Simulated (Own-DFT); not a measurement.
Simulation results for Al3GaN4 (wurtzite random alloy, strained, atoms displaced)

A calculation, not a measurement: plane-wave PBE density functional theory by an unreviewed code, no spin, of a simulated periodic cell, stress positive in tension, free energy of the whole cell less one offset for each atom, forces on such cells passed a denser k mesh, this cell's mesh not checked; offsets are fitted by least squares, one for each functional and potential file, so energies compare only between cells with the same atoms and settings and are not formation energies; the far tail of each file's local potential was reset to the Coulomb form; each entry is a single point on an unrelaxed cell, so the pressure reflects the starting lattice, mostly measured values, from which strain is counted, and rises with the displacements; printed positions are rounded, which can move forces by about a meV/angstrom; the program is a retired in-house code; no spin-orbit coupling. Program: Own-DFT development build.

Common to all runs: functional PBE; potential files PseudoDojo norm-conserving, scalar-relativistic, standard set with the stringent files for Ga; wave cutoff 96 hartree; occupations Gaussian; smearing width 0.01 eV; k mesh 4 x 4 x 3 centred on Gamma.

(1) Al3GaN4 (wurtzite random alloy, strained, atoms displaced)

```xyz
72
Lattice="9.3938 0.0000 0.0000 -4.6969 8.1352 0.0000 0.0000 0.0000 10.3675" Properties=species:S:1:pos:R:3 Al3GaN4
Al    -0.0089     1.8123    10.2836
Al     1.6136     0.9063     2.6138
N     -0.0310     1.7952     2.0165
N      1.6152     0.9181     4.5552
Al     0.0587     1.8111     5.2526
Al     1.5863     0.9156     7.6984
N      0.0483     1.7968     7.1250
N      1.5463     0.9463     9.7539
Ga    -1.6274     4.5187    10.3027
Al    -0.0533     3.5803     2.6286
N     -1.5831     4.5345     2.0593
N     -0.0342     3.5812     4.6279
Al    -1.5843     4.5327     5.1825
Al    -0.0045     3.5644     7.7908
N     -1.6167     4.5646     7.1226
N     -0.0093     3.5647     9.7415
Al    -3.1830     7.2530     0.0076
Al    -1.6202     6.2869     2.6317
N     -3.1967     7.2837     2.0170
N     -1.5689     6.3375     4.6325
Al    -3.1577     7.2400     5.1972
Al    -1.5959     6.2983     7.8263
N     -3.1724     7.2171     7.2518
N     -1.5129     6.3951     9.7594
Ga     3.1526     1.8105     0.0241
Al     4.7776     0.8854     2.5592
N      3.1076     1.7695     1.9581
N      4.6653     0.9718     4.5971
Ga     3.1055     1.7950     5.2005
Al     4.7085     0.8066     7.8367
N      3.1559     1.8012     7.1957
N      4.6994     0.9332     9.7609
Al     1.6073     4.6319    10.3360
Ga     3.1656     3.5808     2.6605
N      1.5584     4.5770     2.0308
N      3.0461     3.6078     4.6023
Al     1.5462     4.5514     5.1548
Ga     3.1394     3.6376     7.7861
N      1.5396     4.4936     7.1606
N      3.1827     3.6338     9.7202
Ga     0.0652     7.1658     0.0544
Al     1.5047     6.4817     2.6258
N      0.0632     7.3011     1.9459
N      1.5623     6.3188     4.5759
Al    -0.0747     7.2453     5.1531
Al     1.5677     6.3957     7.8335
N      0.0284     7.2155     7.1557
N      1.5405     6.3418     9.7240
Al     6.3127     1.7833     0.0267
Al     7.8844     0.9825     2.5602
N      6.2618     1.8399     1.9773
N      7.7713     0.8896     4.4315
Ga     6.1993     1.8095     5.1599
Al     7.8921     0.8686     7.7747
N      6.2590     1.9330     7.2083
N      7.8222     0.8125     9.8468
Ga     4.6889     4.5943     0.0040
Al     6.2868     3.6801     2.5714
N      4.6454     4.4884     1.9834
N      6.3301     3.6110     4.5841
Al     4.7552     4.5030     5.1462
Al     6.2992     3.6192     7.7234
N      4.6487     4.5677     7.1183
N      6.2810     3.5474     9.7052
Al     3.1291     7.2226    10.3327
Ga     4.7332     6.3092     2.5481
N      3.1843     7.1464     1.9101
N      4.7685     6.2464     4.5740
Al     3.1657     7.3054     5.1971
Al     4.7814     6.2134     7.6889
N      3.1743     7.1995     7.0956
N      4.7043     6.2878     9.7638
```

* free energy of cell above offsets: -23.078 eV
* pressure: 0.75 GPa
* stress xx: -3.32 GPa
* stress yy: -5.67 GPa
* stress zz: 6.74 GPa
* stress yz: 0.05 GPa
* stress xz: 0.27 GPa
* stress xy: -1.4 GPa

Force:
```tsv
element	x (eV/Å)	y (eV/Å)	z (eV/Å)
Al	0.208	-0.498	1.896
Al	-1.244	0.552	-0.009
N	1.797	0.869	-1.246
N	-2.087	-1.366	-0.102
Al	-1.067	-0.008	-1.626
Al	0.443	-0.284	1.81
N	-0.823	-0.312	0.475
N	-0.445	-1.108	-0.997
Ga	1.052	0.16	0.926
Al	1.472	0.598	0.158
N	0.324	0.275	-0.872
N	0.207	0.498	-0.64
Al	0.802	-0.264	0.664
Al	0.051	1.31	-0.286
N	0.984	-0.513	0.388
N	0.612	1.12	-0.646
Al	0.782	0.577	0.072
Al	0.52	1.465	0.103
N	2.689	-0.339	-1.326
N	-0.711	0.005	-1.301
Al	0.361	-0.229	0.325
Al	0.819	0.795	-0.348
N	1.309	0.543	-1.594
N	-1.98	-0.664	-0.401
Ga	-0.474	0.425	-0.093
Al	-1.424	1.539	0.692
N	1.148	-0.456	0.848
N	-0.094	-2.409	-1.93
Ga	0.519	1.114	1.217
Al	0.013	2.049	-0.15
N	0.142	-1.156	-0.14
N	1.452	-0.849	-0.442
Al	-0.25	-2.761	1.418
Ga	-1.747	0.255	-0.225
N	-1.095	0.111	-0.988
N	1.715	0.816	0.147
Al	-0.411	-0.268	0.886
Ga	-0.328	-0.38	-0.009
N	-0.736	1.144	-0.181
N	-1.479	0.641	0.622
Ga	-1.224	2.116	-0.126
Al	2.617	-2.78	0.515
N	-2.007	-0.792	1.212
N	-0.358	1.474	-0.286
Al	1.902	0.262	1.106
Al	0.27	-1.529	-1.618
N	-0.838	-0.077	-0.208
N	2.03	-0.06	-0.918
Al	-1.078	0.185	-0.039
Al	-1.415	-2.015	-0.017
N	0.612	0.244	-0.412
N	1.552	-0.01	1.652
Ga	1.618	0.143	1.177
Al	-1.039	0.334	0.127
N	0.51	-3.736	-0.46
N	0.441	1.654	-2.083
Ga	0.379	-2.677	0.706
Al	-1.158	-1.281	0.743
N	2.278	-0.165	-0.235
N	-1.201	0.941	-1.27
Al	-1.234	-0.615	0.722
Al	-1.175	1.266	1.052
N	1.885	-2.039	-1.114
N	-0.553	0.232	-0.389
Al	0.484	-1.279	1.38
Ga	-1.34	-0.394	1.38
N	-1.919	2.012	-0.101
N	-0.778	1.667	0.24
Al	-0.532	-1.508	-0.882
Al	-1.756	2.315	1.648
N	-0.097	0.652	1.061
N	0.097	2.467	-1.658
```

(2) Al3GaN4 (wurtzite random alloy, strained, atoms displaced)

```xyz
72
Lattice="9.3938 0.0000 0.0000 -4.6969 8.1352 0.0000 0.0000 0.0000 10.3675" Properties=species:S:1:pos:R:3 Al3GaN4
Al    -0.0248     1.8531    10.3045
Al     1.6259     0.8398     2.5797
N      0.0887     1.7580     1.9901
N      1.6040     0.8758     4.6404
Al    -0.0428     1.7482     5.1896
Al     1.5843     0.8953     7.8507
N      0.0272     1.8924     7.2166
N      1.6242     0.9112     9.7985
Al    -1.4714     4.5793     0.0616
Ga     0.0311     3.5123     2.6085
N     -1.5768     4.4995     1.9161
N     -0.0402     3.6321     4.6166
Al    -1.5728     4.5390     5.2218
Al     0.0661     3.5451     7.6841
N     -1.6041     4.5005     7.1662
N      0.0046     3.8136     9.6750
Al    -3.1453     7.2675    10.3593
Ga    -1.5555     6.3844     2.5640
N     -3.1478     7.2599     2.0323
N     -1.5677     6.3110     4.5705
Ga    -3.1584     7.1928     5.1304
Ga    -1.6289     6.2792     7.8238
N     -3.1437     7.2530     7.0456
N     -1.5288     6.3933     9.6902
Al     3.1597     1.8377     0.0720
Ga     4.6965     0.8641     2.5938
N      3.1505     1.8140     2.0056
N      4.6457     0.8471     4.5593
Al     3.1193     1.7929     5.1349
Al     4.6784     0.9103     7.7646
N      3.1918     1.7841     7.1139
N      4.6305     0.9361     9.7613
Al     1.5491     4.5432     0.0022
Al     3.1743     3.6486     2.5840
N      1.6088     4.5491     1.9971
N      3.0977     3.5459     4.4680
Al     1.4560     4.4874     5.1853
Al     3.0884     3.5093     7.7633
N      1.5858     4.5454     7.1482
N      3.0947     3.6872     9.8212
Al     0.0451     7.2971     0.0603
Ga     1.5814     6.3310     2.5733
N     -0.0398     7.2794     2.0041
N      1.6204     6.3135     4.4546
Al     0.0053     7.2863     5.1497
Al     1.6174     6.2690     7.7566
N     -0.0222     7.2434     7.0574
N      1.5898     6.3284     9.7254
Al     6.2152     1.8277    10.3601
Al     7.8453     0.8716     2.6393
N      6.2223     1.6828     1.9358
N      7.8250     0.9110     4.5410
Ga     6.2346     1.8506     5.2281
Al     7.8035     0.9370     7.7662
N      6.2583     1.7988     7.1785
N      7.8239     0.8958     9.7338
Al     4.6939     4.5083     0.0060
Al     6.2679     3.5477     2.5153
N      4.6869     4.5369     2.0494
N      6.2848     3.5479     4.5131
Ga     4.7203     4.4680     5.1403
Ga     6.2301     3.5588     7.8048
N      4.7581     4.5590     7.0693
N      6.2908     3.6291     9.6720
Al     3.0879     7.1973     0.0284
Al     4.6821     6.2802     2.6553
N      3.1032     7.2331     1.9364
N      4.7005     6.3265     4.6091
Al     3.1615     7.1959     5.1797
Al     4.7228     6.3396     7.7609
N      3.0923     7.2298     7.1668
N      4.7657     6.3743     9.7166
```

* free energy of cell above offsets: -23.665 eV
* pressure: 0.3 GPa
* stress xx: -2.25 GPa
* stress yy: -4.6 GPa
* stress zz: 5.94 GPa
* stress yz: -0.83 GPa
* stress xz: -0.13 GPa
* stress xy: -0.7 GPa

Force:
```tsv
element	x (eV/Å)	y (eV/Å)	z (eV/Å)
Al	0.418	0.139	0.587
Al	-0.183	1.592	1.21
N	-1.249	-0.977	-1.05
N	-1.389	1.203	-1.749
Al	1.24	0.825	0.314
Al	0.313	-0.406	-1.068
N	-0.245	-3.789	-1.245
N	-0.909	0.908	-0.735
Al	-1.575	0.362	-1.531
Ga	0.035	1.776	0.424
N	-0.117	-0.428	0.315
N	-0.416	-1.318	-0.049
Al	-0.572	-0.107	0.034
Al	-1.392	4.228	1.72
N	1.39	-0.96	-1.155
N	0.434	-2.932	-0.018
Al	0.851	-0.465	0.648
Ga	-0.613	-1.685	1.297
N	-1.023	-1.018	-1.499
N	0.987	-0.402	-0.488
Ga	1.306	0.452	0.919
Ga	0.89	0.826	-1.393
N	-0.76	0.548	2.367
N	-0.268	-0.044	2.776
Al	-0.673	0.315	0.093
Ga	-0.514	1.268	1.373
N	-0.758	0.516	-0.864
N	0.36	1.412	-0.054
Al	0.289	-0.007	0.587
Al	0.423	-1.292	0.253
N	-1.323	0.219	0.217
N	1.135	0.025	-0.556
Al	0.136	0.579	0.719
Al	-1.132	-0.871	0.381
N	-0.283	-1.354	-1.469
N	-0.57	0.63	0.981
Al	2.352	0.931	-0.368
Al	1.138	2.04	0.144
N	0.121	-1.516	-0.763
N	0.724	-1.326	-1.182
Al	-0.585	-0.67	-1.042
Ga	-0.615	0.052	0.252
N	1.057	-1.521	-2.237
N	-0.733	0.048	2.558
Al	0.081	-2.015	0.637
Al	-1.518	1.56	0.386
N	1.067	-0.137	0.985
N	-0.556	0.387	0.177
Al	0.743	-0.318	-0.206
Al	0.002	0.127	-0.904
N	2.064	2.065	-0.542
N	0.367	-0.935	0.235
Ga	-0.238	-1.581	-0.125
Al	0.495	-0.779	0.654
N	-0.196	-1.208	-0.121
N	-0.236	0.382	-0.068
Al	0.629	0.921	-0.074
Al	0.045	0.13	0.901
N	1.039	-0.491	-1.595
N	0.769	1.596	-1.149
Ga	-0.745	-0.105	0.265
Ga	0.325	1.36	-0.646
N	-1.855	-0.549	1.434
N	-0.335	0.046	3.037
Al	1.288	0.704	-0.611
Al	0.037	1.23	-0.227
N	1.763	0.328	0.01
N	-1.379	-0.438	-1.948
Al	-1.045	0.254	0.489
Al	-0.171	0.026	-0.212
N	1.095	0.474	-0.671
N	-1.238	-0.841	0.231
```
